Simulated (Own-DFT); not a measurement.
# Strain and stress in diamond-structure SiGeSn with randomly placed atoms, 64 atoms (Ge40Si16Sn8)

These are calculations, not measurements. The program, named Own-DFT, is a retired in-house plane-wave density functional code that no person has reviewed. Each row is one single-point run on a periodic cell that was not relaxed, without spin or spin-orbit coupling.

Settings of every run: PBEsol; PseudoDojo norm-conserving scalar-relativistic files, made for PBE; cutoff 49 hartree; 3 x 3 x 3 k mesh centred on Gamma; Fermi-Dirac smearing of 0.1 eV.

Known limits: forces on such cells moved up to 12 meV/angstrom on a denser k mesh; stress not checked against mesh or cutoff.

Unstrained cell vectors in Å: (11.410, 0.000, 0.000); (0.000, 11.410, 0.000); (0.000, 0.000, 11.410). The unstrained cell has measured lattice constants (interpolated for alloys), not those of this functional. That, the random moves and any unrelaxed bonds set the pressure at no strain. Each run strains this cell uniformly, with the atoms carried along. Every atom was also moved at random, by a Gaussian of width 0.05 Å on each axis. The random placing of the alloy's atoms differs from row to row. Strain is the symmetric tensor, in per cent. Stress is positive in tension, and the pressure is minus a third of its trace.

```
run  e_xx (%)  e_yy (%)  e_zz (%)  s_xx (GPa)  s_yy (GPa)  s_zz (GPa)  P (GPa)  E (meV/atom)
  1     -1.25     -1.25      0.00       -4.29       -4.24       -3.39     3.98           0.0
  2     -2.25     -2.25      0.00       -6.98       -6.95       -5.28     6.40          61.0
  3      2.50      2.50      0.00        1.55        1.69        0.26    -1.17           2.2
  4     -3.00     -3.00      0.00       -8.12       -8.19       -6.11     7.48          48.8
  5      1.25      1.25      0.00       -0.53       -0.30       -1.07     0.63          14.0
  6     -1.75     -1.75      0.00       -5.54       -5.40       -4.27     5.07          24.9
  7      0.75      0.75      0.00       -0.87       -0.90       -1.47     1.08           0.2
  8     -0.75     -0.75      0.00       -3.73       -3.60       -3.21     3.51          21.5
  9      2.25      2.25      0.00           ?           ?           ?        ?             ?
```

E is the free energy for each atom above the lowest run shown.

## Worked fit

The change of volume is close to e_xx + e_yy + e_zz. A straight line through the runs shown gives P = 2.51 - 79 x (fractional change of volume) GPa, with an error of 3 on the slope and a scatter of 0.35 GPa. The strain isn't the same on all axes, but the crystal is cubic, so the slope still estimates the bulk modulus, averaged over pressures from -1.2 to 7.5 GPa.

## Withheld run

Question: what pressure should run 9 give? Its volume changes by 4.55 %.

The line gives -1.1 GPa. The calculation gave -1.01 GPa.
